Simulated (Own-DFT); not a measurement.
# Misfit strain and the stress it brings: wurtzite GaN, 72 atoms (Ga36N36)

No measurement is shown. These are fixed-geometry runs of a retired plane-wave code named Own-DFT, which no person has reviewed; spin and spin-orbit coupling are neglected.

Method: PBE; PseudoDojo norm-conserving scalar-relativistic files; cutoff 42 hartree; 4 x 4 x 3 k mesh centred on Gamma; Fermi-Dirac smearing of 0.1 eV.

Limits: forces not confirmed at this smearing and k mesh; stress not checked against mesh or cutoff.

Unstrained cell vectors in Å: (9.567, 0.000, 0.000); (-4.783, 8.285, 0.000); (0.000, 0.000, 10.370). The unstrained cell has measured lattice constants (interpolated for alloys), not those of this functional. That, the random moves and any unrelaxed bonds set the pressure at no strain. Each run strains x and y alike by e, as a substrate would, and holds the height along z. All atoms carry random offsets, Gaussian with a width of 0.05 Å per axis. Stress is positive in tension.

| e (%) | u (Å) | (s_xx + s_yy)/2 (GPa) | s_zz (GPa) |
|---|---|---|---|
| -2.50 | 0.050 | -23.06 | -11.87 |
| -0.75 | 0.053 | -12.20 | -9.23 |
| -0.25 | 0.052 | -8.87 | -7.55 |
| 0.25 | 0.046 | ? | ? |
| 1.25 | 0.054 | -1.69 | -6.35 |
| 1.50 | 0.047 | 0.33 | -5.41 |
| 2.00 | 0.051 | 2.03 | -5.09 |
| 2.25 | 0.050 | 3.08 | -5.86 |
| 2.75 | 0.055 | 4.71 | -2.72 |
| 3.00 | 0.046 | 6.13 | -3.58 |

## Fit

With e as a fraction, the in-plane stress is -7.7 + 544 e - 2972 e² GPa (errors 7 and 400, scatter 0.33), and s_zz is -7.9 + 150 e GPa (slope ± 14, scatter 0.73). At e = 0 the first slope is C11 + C12 and the second 2 C13, both with the ions held to the strained lattice and at the cell's own pressure. The term in e² is negative: the layer stiffens under compression and softens under tension. A free layer would change its height as e changes, and the in-plane slope would drop by 2 C13²/C33 to the biaxial modulus. At fixed height, a misfit of 1 % moves the in-plane stress by about 5.4 GPa and s_zz by 1.5 GPa.

## Test on the hidden row

Asked: what are the two stresses at e = 0.25 %?

Estimate: -6.3 and -7.6 GPa. The run itself gave -5.65 and -6.52 GPa.
